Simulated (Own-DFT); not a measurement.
## Calculated data, AlN (wurtzite, strained, atoms displaced)

Computed with Own-DFT development build. A calculation, not a measurement: plane-wave PBE density functional theory by an unreviewed code, no spin, of a simulated periodic cell, stress positive in tension, free energy of the whole cell less one offset for each atom, forces on such cells passed a denser k mesh, this cell's mesh not checked; offsets are fitted by least squares, one for each functional and potential file, so energies compare only between cells with the same atoms and settings and are not formation energies; the far tail of each file's local potential was reset to the Coulomb form; each entry is a single point on an unrelaxed cell, so the pressure reflects the starting lattice, mostly measured values (interpolated for alloys), from which strain is counted, and rises with the displacements; printed positions are rounded, which can move forces by about a meV/angstrom; the program, named Own-DFT, is a retired in-house code; no spin-orbit coupling.

Settings shared by all entries: functional PBE; potential files PseudoDojo norm-conserving, scalar-relativistic, standard set; wave cutoff 42 hartree; occupations Fermi-Dirac; smearing width 0.1 eV; k mesh 2 x 2 x 2 centred on Gamma.

(1) AlN (wurtzite, strained, atoms displaced)

```
CELL_PARAMETERS angstrom
12.60630 -0.07280 0.03970
-6.36620 10.89640 0.05510
0.03180 0.06930 9.93610
ATOMIC_POSITIONS crystal
Al 0.08279 0.16321 0.00068
Al 0.16743 0.08209 0.25015
N 0.08627 0.16542 0.18700
N 0.15734 0.07498 0.43483
Al 0.08108 0.16136 0.51216
Al 0.16405 0.07612 0.76170
N 0.08755 0.16168 0.69398
N 0.16071 0.07402 0.94219
Al 0.08601 0.41444 0.00341
Al 0.16288 0.33531 0.24212
N 0.08337 0.41562 0.19075
N 0.16072 0.32941 0.44481
Al 0.07993 0.41518 0.50345
Al 0.16664 0.33797 0.75703
N 0.08385 0.41789 0.69807
N 0.17448 0.33820 0.94166
Al 0.08451 0.66926 0.00156
Al 0.16520 0.58350 0.24619
N 0.09138 0.66962 0.19415
N 0.16468 0.58003 0.43951
Al 0.08047 0.67162 0.50118
Al 0.16705 0.58875 0.75834
N 0.08431 0.67471 0.68440
N 0.17297 0.58329 0.95079
Al 0.07393 0.91587 0.00403
Al 0.16650 0.83148 0.24397
N 0.07581 0.91346 0.19399
N 0.17437 0.83521 0.43136
Al 0.08197 0.91334 0.49826
Al 0.16296 0.83028 0.75709
N 0.08552 0.91364 0.68090
N 0.17137 0.83209 0.93907
Al 0.33869 0.17111 0.01034
Al 0.42432 0.09020 0.24964
N 0.32424 0.16304 0.19268
N 0.42173 0.08665 0.44481
Al 0.32756 0.15556 0.50195
Al 0.41668 0.08561 0.75127
N 0.34130 0.17340 0.69710
N 0.41745 0.08334 0.94937
Al 0.33408 0.41319 0.99699
Al 0.41123 0.32932 0.24114
N 0.33849 0.41919 0.18842
N 0.42459 0.33934 0.44106
Al 0.33384 0.42164 0.49504
Al 0.42078 0.35000 0.75061
N 0.33954 0.42056 0.68599
N 0.42140 0.33431 0.94448
Al 0.33858 0.66791 0.99970
Al 0.41494 0.58147 0.24854
N 0.32862 0.66606 0.18934
N 0.41548 0.57915 0.44163
Al 0.33045 0.66104 0.50150
Al 0.41989 0.58884 0.74290
N 0.33302 0.66280 0.69444
N 0.42540 0.59073 0.93885
Al 0.32793 0.91567 0.00303
Al 0.42203 0.84873 0.24935
N 0.34007 0.91444 0.19338
N 0.41587 0.83798 0.43700
Al 0.33160 0.91370 0.50561
Al 0.41337 0.82695 0.74606
N 0.33185 0.90847 0.69347
N 0.42409 0.83750 0.95236
Al 0.58501 0.16045 0.00059
Al 0.66541 0.08505 0.24058
N 0.58615 0.17227 0.19511
N 0.66632 0.08250 0.44904
Al 0.58406 0.17480 0.49744
Al 0.66643 0.08124 0.74541
N 0.58732 0.17063 0.68809
N 0.66551 0.08799 0.94332
Al 0.57841 0.40956 0.00037
Al 0.66367 0.34025 0.25172
N 0.58731 0.42309 0.19053
N 0.66869 0.33349 0.44559
Al 0.58237 0.43039 0.50191
Al 0.66218 0.33580 0.74467
N 0.58061 0.40917 0.69516
N 0.66651 0.33334 0.94219
Al 0.58535 0.66691 0.00922
Al 0.66517 0.57983 0.25175
N 0.58199 0.66354 0.19771
N 0.66159 0.58064 0.43793
Al 0.58210 0.67469 0.50064
Al 0.66635 0.58696 0.74401
N 0.58689 0.67296 0.68743
N 0.66975 0.58125 0.94110
Al 0.58499 0.91735 0.00648
Al 0.67057 0.83648 0.24998
N 0.57829 0.91528 0.18486
N 0.66149 0.83008 0.43905
Al 0.57668 0.91647 0.50091
Al 0.66953 0.84465 0.75052
N 0.57886 0.91695 0.69314
N 0.65898 0.83557 0.94277
Al 0.83843 0.17037 0.00418
Al 0.91048 0.08285 0.24183
N 0.83799 0.16789 0.19129
N 0.90562 0.07584 0.44729
Al 0.82841 0.17133 0.49978
Al 0.91431 0.07322 0.74212
N 0.83011 0.16006 0.68998
N 0.92247 0.08727 0.94074
Al 0.82960 0.40933 0.99321
Al 0.91706 0.32989 0.24955
N 0.83472 0.41996 0.19280
N 0.91217 0.33204 0.44871
Al 0.83438 0.42044 0.49511
Al 0.90950 0.32980 0.74659
N 0.83356 0.41373 0.69625
N 0.91724 0.32750 0.93443
Al 0.82262 0.66002 0.99458
Al 0.91350 0.58106 0.24907
N 0.83531 0.66521 0.19133
N 0.91627 0.58574 0.44252
Al 0.83271 0.66941 0.49842
Al 0.92355 0.58548 0.75140
N 0.83071 0.66671 0.69023
N 0.91907 0.58487 0.93878
Al 0.84409 0.92816 0.99878
Al 0.91378 0.83268 0.25207
N 0.83709 0.92275 0.19374
N 0.92150 0.83356 0.44243
Al 0.83107 0.92058 0.49595
Al 0.91067 0.83284 0.75236
N 0.84380 0.92185 0.68571
N 0.91736 0.83664 0.94976
```

* free energy of cell above offsets: -54.307 eV
* pressure: 1.95 GPa
* stress xx: -0.02 GPa
* stress yy: -1.74 GPa
* stress zz: -4.08 GPa
* stress yz: 2.1 GPa
* stress xz: -0.26 GPa
* stress xy: -1.65 GPa

Force:
```csv
element,x (eV/Å),y (eV/Å),z (eV/Å)
Al,0.795,0.787,-0.55
Al,-1.922,-1.031,0.093
N,-1.014,0.335,0.529
N,0.812,1.295,1.362
Al,-0.296,0.173,-2.398
Al,0.961,0.751,-2.538
N,-0.762,0.708,1.454
N,0.451,1.723,1.395
Al,-0.604,0.361,-1.135
Al,1.672,-0.917,1.548
N,-0.774,-0.065,-0.003
N,0.335,0.214,-0.583
Al,0.462,0.102,0.117
Al,0.739,-0.717,-1.699
N,-0.465,0.24,-0.31
N,-0.755,-1.267,0.616
Al,0.508,-0.913,0.503
Al,0.813,0.093,0.74
N,-2.004,-0.775,-0.877
N,-0.546,0.34,0.562
Al,1.41,-0.351,-1.66
Al,0.062,-0.954,-0.63
N,0.975,-1.275,1.655
N,-1.469,0.089,-1.135
Al,2.299,-0.534,0.658
Al,0.2,0.88,0.582
N,1.522,0.361,-0.566
N,-1.434,-0.056,1.215
Al,0.94,-0.046,-0.955
Al,0.315,1.167,-1.689
N,-0.579,0.044,2.736
N,-1.981,0.104,1.226
Al,-0.336,-1.519,-2.413
Al,-1.156,-1.572,0.578
N,2.417,0.763,0.308
N,-0.977,-0.888,-0.699
Al,-0.338,1.989,0.298
Al,0.779,-0.202,0.166
N,-1.369,-0.804,-0.197
N,-0.457,0.225,-0.39
Al,0.519,1.951,0.384
Al,0.667,1.195,2.098
N,-1.158,-0.733,-0.112
N,-1.788,-1.468,-0.794
Al,0.426,-2.628,0.182
Al,1.246,-3.195,0.043
N,-1.867,0.74,0.666
N,-1.617,-0.391,-0.252
Al,0.191,0.627,0.621
Al,-0.838,0.812,0.02
N,1.589,0.309,0.773
N,-0.52,2.041,-0.204
Al,-0.587,0.661,-1.098
Al,0.688,-0.661,1.315
N,-0.814,0.41,-0.719
N,-0.188,-1.483,-0.128
Al,2.371,0.231,-0.064
Al,1.435,-3.909,0.532
N,-3.849,2.551,-1.036
N,0.543,-1.135,1.151
Al,0.167,0.61,-0.896
Al,0.053,0.948,1.968
N,-0.749,1.081,0.41
N,-1.756,-0.633,-1.916
Al,-1.835,1.73,-0.011
Al,0.325,-0.289,1.769
N,0.383,0.187,-0.6
N,-1.066,0.298,-1.88
Al,1.002,-1.489,0.848
Al,-1.09,0.851,0.57
N,-0.323,-0.739,0.727
N,2.446,-1.089,-0.157
Al,1.743,1.628,-0.03
Al,1.44,-0.394,0.378
N,-0.83,-1.839,-0.501
N,-0.982,2.075,-0.952
Al,1.315,-3.606,0.639
Al,2.07,-1.137,1.03
N,-1.374,3.233,-0.969
N,-0.405,-0.719,-0.213
Al,0.034,0.158,-1.271
Al,-0.047,1.218,-0.342
N,0.488,0.995,-0.276
N,0.359,3.038,0.682
Al,0.684,-2.035,-0.634
Al,0.113,-0.782,0.911
N,0.111,0.335,0.418
N,-2.645,-0.605,-0.782
Al,-0.781,0.611,-2.008
Al,-1.088,-0.638,-0.395
N,2.047,1.28,2.402
N,0.029,1.847,0.131
Al,0.709,0.319,-0.265
Al,0.298,-1.3,0.187
N,0.755,-0.318,-0.576
N,2.907,0.176,-0.1
Al,-0.564,-0.956,-1.648
Al,2.345,0.541,2.363
N,-1.486,0.102,-0.181
N,0.534,3.094,-1.41
Al,1.158,-1.793,0.467
Al,-0.236,3.762,0.991
N,0.675,0.474,0.396
N,-0.888,0.18,-0.522
Al,0.436,1.084,0.533
Al,-0.907,1.243,0.761
N,0.454,-1.293,-0.509
N,0.514,0.933,-1.368
Al,-0.152,-0.49,1.114
Al,1.409,-0.531,-0.014
N,-0.841,1.293,-0.896
N,-0.097,1.256,1.394
Al,2.827,1.288,1.315
Al,0.935,1.012,0.01
N,-1.046,0.205,-0.207
N,-0.244,0.146,-0.225
Al,-0.031,-0.514,0.001
Al,-1.495,-0.69,-0.623
N,0.685,0.175,0.303
N,-0.07,-0.12,0.58
Al,-1.519,-1.989,0.585
Al,0.176,-0.4,0.001
N,-0.237,-1.317,-0.694
N,-2.012,-0.197,-0.353
Al,0.77,-2.202,0.085
Al,1.837,-0.327,-0.424
N,-1.826,-2.491,0.329
N,-1.288,-1.261,-1.74
```

(2) AlN (wurtzite, strained, atoms displaced)

```
CELL_PARAMETERS angstrom
12.52120 0.15700 0.05220
-6.12460 10.61120 0.13070
0.04180 0.14490 10.12790
ATOMIC_POSITIONS crystal
Al 0.07999 0.15923 0.99487
Al 0.17177 0.08900 0.24454
N 0.08147 0.16400 0.19264
N 0.15815 0.07846 0.44555
Al 0.08693 0.17217 0.49658
Al 0.17166 0.09012 0.74399
N 0.08536 0.17101 0.69668
N 0.16922 0.08056 0.94353
Al 0.08475 0.41633 0.00283
Al 0.16421 0.32977 0.25155
N 0.09191 0.41969 0.17950
N 0.16654 0.33377 0.44949
Al 0.07949 0.41778 0.49737
Al 0.17117 0.33817 0.75097
N 0.08115 0.41655 0.69360
N 0.16151 0.33178 0.93882
Al 0.08571 0.66588 0.00668
Al 0.16570 0.58123 0.25519
N 0.08928 0.67233 0.18886
N 0.17594 0.58258 0.44541
Al 0.07743 0.66146 0.50154
Al 0.17323 0.58775 0.75206
N 0.08249 0.66790 0.69458
N 0.16056 0.58139 0.92957
Al 0.07668 0.90989 0.00542
Al 0.16915 0.83408 0.24830
N 0.08421 0.91232 0.19045
N 0.16736 0.83283 0.43793
Al 0.08360 0.92585 0.49366
Al 0.16265 0.82959 0.75282
N 0.09193 0.92038 0.68869
N 0.17600 0.83534 0.94377
Al 0.33391 0.16032 0.00308
Al 0.42225 0.09086 0.24732
N 0.33867 0.16815 0.19298
N 0.41680 0.08049 0.43556
Al 0.32886 0.16416 0.50738
Al 0.41238 0.08302 0.75176
N 0.34238 0.17354 0.69564
N 0.40785 0.07666 0.93729
Al 0.33921 0.42824 0.00109
Al 0.41336 0.33032 0.24797
N 0.33676 0.41604 0.18895
N 0.41635 0.33247 0.44149
Al 0.33642 0.41364 0.50336
Al 0.41685 0.33461 0.75762
N 0.32691 0.41735 0.68942
N 0.41359 0.33637 0.94115
Al 0.33720 0.66940 0.99981
Al 0.41170 0.57676 0.25237
N 0.32934 0.66311 0.19076
N 0.42206 0.59147 0.44138
Al 0.33915 0.66328 0.50398
Al 0.41420 0.58086 0.75164
N 0.33172 0.66460 0.67972
N 0.41763 0.57589 0.94580
Al 0.32937 0.90814 0.99627
Al 0.41141 0.83491 0.24923
N 0.32524 0.91128 0.19271
N 0.41619 0.83175 0.43540
Al 0.32384 0.90566 0.49195
Al 0.41491 0.83494 0.74834
N 0.33792 0.91324 0.69403
N 0.41848 0.84075 0.94605
Al 0.57707 0.16310 0.00312
Al 0.66462 0.08608 0.25234
N 0.58425 0.17158 0.19175
N 0.67565 0.08863 0.43676
Al 0.58215 0.16153 0.49672
Al 0.66828 0.08748 0.75277
N 0.58242 0.16488 0.69123
N 0.66650 0.07863 0.94272
Al 0.57954 0.41470 0.98931
Al 0.67144 0.34651 0.25619
N 0.58840 0.41732 0.20225
N 0.65575 0.33013 0.43974
Al 0.58271 0.42030 0.50754
Al 0.67129 0.32987 0.74640
N 0.57529 0.42163 0.69492
N 0.67579 0.33487 0.94236
Al 0.58899 0.66902 0.99371
Al 0.66690 0.58148 0.25159
N 0.58710 0.67094 0.18221
N 0.66464 0.57333 0.44329
Al 0.59216 0.67037 0.49775
Al 0.65616 0.58472 0.74947
N 0.59032 0.67405 0.69131
N 0.67275 0.58379 0.94270
Al 0.59005 0.92521 0.00502
Al 0.66423 0.83675 0.25618
N 0.58388 0.91762 0.19614
N 0.67473 0.84085 0.44683
Al 0.57418 0.91694 0.50319
Al 0.65929 0.83141 0.75064
N 0.58490 0.91689 0.69699
N 0.67010 0.84079 0.93648
Al 0.83945 0.16803 0.00404
Al 0.92074 0.08353 0.25531
N 0.83638 0.15862 0.19190
N 0.91725 0.08201 0.43832
Al 0.83655 0.16378 0.49229
Al 0.91994 0.08472 0.75337
N 0.83551 0.17100 0.68987
N 0.91980 0.08434 0.95319
Al 0.82798 0.41840 0.00471
Al 0.92174 0.34298 0.24800
N 0.82301 0.41931 0.19260
N 0.91432 0.33517 0.43856
Al 0.83155 0.41815 0.49236
Al 0.91593 0.33147 0.75347
N 0.82551 0.41031 0.69487
N 0.91833 0.33070 0.94790
Al 0.83480 0.66847 0.99917
Al 0.92140 0.59087 0.25051
N 0.83098 0.66967 0.19301
N 0.92029 0.58855 0.44366
Al 0.83659 0.67118 0.49587
Al 0.91342 0.58539 0.74695
N 0.83670 0.67077 0.68632
N 0.92027 0.58797 0.93099
Al 0.83220 0.90725 0.99086
Al 0.92946 0.84218 0.25610
N 0.82646 0.91862 0.19024
N 0.92152 0.83903 0.43222
Al 0.83077 0.91537 0.49819
Al 0.91449 0.83206 0.74870
N 0.84503 0.92469 0.68921
N 0.91148 0.82529 0.94347
```

- free energy of cell above offsets: -52.389 eV
- pressure: 3.28 GPa
- stress xx: -3.53 GPa
- stress yy: -7.95 GPa
- stress zz: 1.65 GPa
- stress yz: 3.9 GPa
- stress xz: 0.78 GPa
- stress xy: 4.42 GPa

Force:
```csv
element,x (eV/Å),y (eV/Å),z (eV/Å)
Al,0.569,1.478,0.823
Al,0.078,-1.166,0.667
N,0.751,0.597,-0.362
N,1.588,4.249,-1.884
Al,-1.203,-1.767,1.593
Al,0.171,-1.086,1.357
N,0.253,-0.087,-1.121
N,-0.254,-0.154,-0.31
Al,-0.536,-0.205,-2.198
Al,0.74,0.409,-0.057
N,-1.433,0.048,2.922
N,0.304,1.277,-1.978
Al,0.53,-0.539,1.823
Al,-1.897,-0.805,0.527
N,-0.074,0.458,-0.816
N,1.791,0.426,0.428
Al,-0.489,-0.041,-1.98
Al,0.796,0.569,-0.278
N,-0.614,-1.769,0.83
N,-1.84,0.373,-0.994
Al,1.662,1.316,0.895
Al,-1.511,-1.167,-1.468
N,0.018,-0.693,-1.241
N,1.799,0.776,2.423
Al,1.16,0.486,-1.094
Al,-0.383,-0.147,0.994
N,-0.019,1.613,-0.084
N,-1.407,-0.59,-0.226
Al,1.026,-4.426,2.053
Al,1.13,0.742,0.153
N,-1.478,0.096,-0.152
N,-2.846,-1.255,-0.595
Al,-1.524,0.844,-0.222
Al,0.466,-1.869,0.992
N,-1.41,-0.215,-0.93
N,-0.552,-0.075,0.888
Al,1.052,-0.018,-0.979
Al,1.817,-0.942,-0.248
N,-1.729,-0.517,-0.97
N,1.655,0.967,0.694
Al,-1.092,-5.909,1.354
Al,1.68,1.159,0.99
N,-1.33,-0.469,0.31
N,-0.077,-0.311,-0.069
Al,-1.115,0.962,-0.256
Al,-0.919,0.243,-0.587
N,2.173,0.431,0.182
N,0.893,-0.713,0.543
Al,-0.785,-0.417,0.406
Al,0.866,1.817,-0.283
N,0.203,0.313,-0.268
N,2.102,-1.754,-0.383
Al,-1.556,0.878,-1.475
Al,0.175,0.507,-0.366
N,0.853,0.801,3.024
N,-0.268,5.543,-2.614
Al,-0.511,1.821,1.698
Al,1.478,-0.687,-0.255
N,1.208,2.058,-1.072
N,0.034,-0.093,0.677
Al,0.964,1.604,1.275
Al,1.907,-0.749,1.075
N,-2.892,0.991,-1.464
N,2.471,-1.744,-1.181
Al,0.962,0.23,-0.464
Al,1.43,-0.022,-0.675
N,0.164,0.142,-0.35
N,-1.277,-0.986,0.743
Al,-0.565,0.427,0.494
Al,0.763,-0.631,0.173
N,-0.721,-0.062,-0.393
N,-0.268,3.105,-0.524
Al,1.145,-0.048,1.612
Al,-0.134,-3.117,0.502
N,-3.255,0.243,-2.579
N,1.765,0.829,1.014
Al,-0.377,-2.758,0.027
Al,-2.362,-0.115,1.153
N,1.617,-0.596,-0.063
N,-2.711,-1.178,-0.988
Al,-0.386,0.242,1.287
Al,-0.641,0.856,-0.34
N,-0.666,-0.743,1.367
N,0.159,3.698,-0.664
Al,-0.94,-0.329,0.146
Al,3.561,-0.161,0.858
N,-2.36,-0.984,-0.782
N,-1.062,0.088,-1.154
Al,-0.326,-2.578,0.712
Al,1.309,-0.543,-0.617
N,-1.598,0.287,-0.524
N,-1.75,-1.235,-0.527
Al,1.653,0.4,-0.048
Al,2.023,1.707,0.323
N,-1.653,0.495,-1.429
N,0.053,-1.295,-0.172
Al,-1.069,-0.97,0.714
Al,-0.608,-1.209,-1.085
N,-2.02,2.377,0.378
N,1.068,0.727,0.619
Al,-0.761,0.623,1.313
Al,-0.405,0.717,0.356
N,0.137,-1.144,-0.31
N,0.068,-1.438,-2.449
Al,1.929,0.46,-0.629
Al,-0.152,-1.854,-0.728
N,3.413,1.429,-0.064
N,0.843,0.508,-0.751
Al,-0.95,-0.894,1.488
Al,0.234,0.809,0.465
N,1.688,1.981,-1.766
N,-0.877,1.365,-0.386
Al,0.379,-2.264,1.12
Al,-0.651,-0.239,-0.218
N,1.271,0.382,-0.045
N,-0.14,-0.851,-1.132
Al,-0.579,-0.224,0.569
Al,1.077,-0.856,0.18
N,-1.544,-0.467,-0.426
N,0,-0.287,2.075
Al,-1.687,1.997,2.395
Al,-3.133,-1.197,-2.145
N,2.059,-0.456,-0.052
N,-0.243,-0.373,2.05
Al,1.34,1.016,0.802
Al,1.383,0.636,0.056
N,-1.609,-1.194,-0.082
N,1.366,2.046,-1.561
```
